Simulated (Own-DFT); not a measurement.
# Biaxial strain at fixed height in wurtzite AlGaN with randomly placed atoms, 72 atoms (Al27Ga9N36)

The numbers are computed, not measured, by runs of the plane-wave DFT program Own-DFT (in-house, retired, unreviewed) at fixed positions, with no spin and no spin-orbit coupling.

Settings: PBE; PseudoDojo norm-conserving scalar-relativistic files (stringent for Ga); cutoff 96 hartree; 4 x 4 x 3 k mesh centred on Gamma; Gaussian smearing of 0.01 eV.

Caveats: forces on such cells passed a denser k mesh, each cell not checked; stress not checked against mesh or cutoff.

Unstrained cell vectors in Å: (9.394, 0.000, 0.000); (-4.697, 8.135, 0.000); (0.000, 0.000, 10.066). The unstrained cell has measured lattice constants (interpolated for alloys), not those of this functional. That, the random moves and any unrelaxed bonds set the pressure at no strain. Each run strains x and y alike by e, as a substrate would, and holds the height along z. Each coordinate of each atom was shifted by a normal deviate of width 0.05 Å. The random placing of the alloy's atoms differs from row to row. Stress is positive in tension.

| e (%) | u (Å) | (s_xx + s_yy)/2 (GPa) | s_zz (GPa) |
|---|---|---|---|
| -3.00 | 0.045 | -25.68 | -11.96 |
| -2.50 | 0.050 | -21.82 | -13.08 |
| -2.00 | 0.049 | -18.77 | -9.19 |
| -1.75 | 0.051 | -18.13 | -9.10 |
| -1.50 | 0.049 | -16.08 | -8.09 |
| -1.00 | 0.051 | -12.50 | -6.96 |
| -0.25 | 0.048 | -7.11 | -8.05 |
| 0.75 | 0.052 | -2.70 | -5.02 |
| 1.25 | 0.049 | ? | ? |
| 1.75 | 0.050 | 1.73 | -3.59 |

## Working it out

With e as a fraction, the in-plane stress is -6.7 + 548 e - 3044 e² GPa (errors 19 and 1029, scatter 0.63), and s_zz is -6.4 + 181 e GPa (slope ± 27, scatter 1.18). At e = 0 the first slope is C11 + C12 and the second 2 C13, both with the ions held to the strained lattice and at the cell's own pressure. A free layer would change its height as e changes, and the in-plane slope would drop by 2 C13²/C33 to the biaxial modulus. At fixed height, a misfit of 1 % moves the in-plane stress by about 5.5 GPa and s_zz by 1.8 GPa.

## Withheld run

Question: what are the two stresses at e = 1.25 %?

Estimate: -0.3 and -4.2 GPa. The calculation gave 0.67 and -6.48 GPa.
